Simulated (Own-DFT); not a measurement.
# Which defects push the lattice out? zincblende InP

No measurement is shown. These are fixed-geometry runs of a retired plane-wave code named Own-DFT, which no person has reviewed; spin and spin-orbit coupling are neglected.

Common settings: PBE; PseudoDojo norm-conserving scalar-relativistic files; cutoff 36 hartree; 2 x 3 x 3 k mesh centred on Gamma; Fermi-Dirac smearing of 0.1 eV.

Known weak points (not all hold for every row): not probed for a lower state with spin; forces on such cells failed a check on a denser k mesh; forces not confirmed at this smearing and k mesh; stress not checked against mesh or cutoff.

All runs share one cell, with vectors in Å (17.606, 0.000, 0.000); (0.000, 11.737, 0.000); (0.000, 0.000, 11.737) and a volume of 2425.5 Å³. The atoms are randomly displaced, by u rms on each axis. The defect's site can differ from row to row.

```
cell,formula,u (Å),P (GPa)
no defect,In48P48,0.0204,3.21
no defect,In48P48,0.0503,3.62
no defect,In48P48,0.0521,3.52
one In on a P site and one P on an In site,In48P48,0.0301,3.54
one In on a P site and one P on an In site,In48P48,0.0494,3.74
one In on a P site and one P on an In site,In48P48,0.0510,3.86
two P on an In site each,In46P50,0.0307,3.02
two P on an In site each,In46P50,0.0334,3.00
two P on an In site each,In46P50,0.0503,3.25
two P on an In site each,In46P50,0.0511,?
```

## Worked fit

P = P0 + c u² + a shift for each defect gives P0 = 3.14 GPa, c = 162 ± 21 GPa/Å² and a scatter of 0.05 GPa. The shifts, and each times the cell's volume:

- one In on a P site and one P on an In site: 0.25 ± 0.04 GPa, 3.8 eV
- two P on an In site each: -0.30 ± 0.05 GPa, -4.6 eV (-2.3 eV for each of its 2 sites)

Positive is outwards. The product with the volume (160.2 GPa Å³ to the eV) is nearly free of the cell's size; divided by the bulk modulus at the cell's pressure it gives the volume that the defect adds. The atoms around the defects weren't relaxed, which would change these numbers.

## Check

Q: what pressure belongs in the blank (two P on an In site each, u = 0.0511 Å)?

Estimate: 3.27 ± 0.07 GPa. The calculation gave 3.29 GPa.
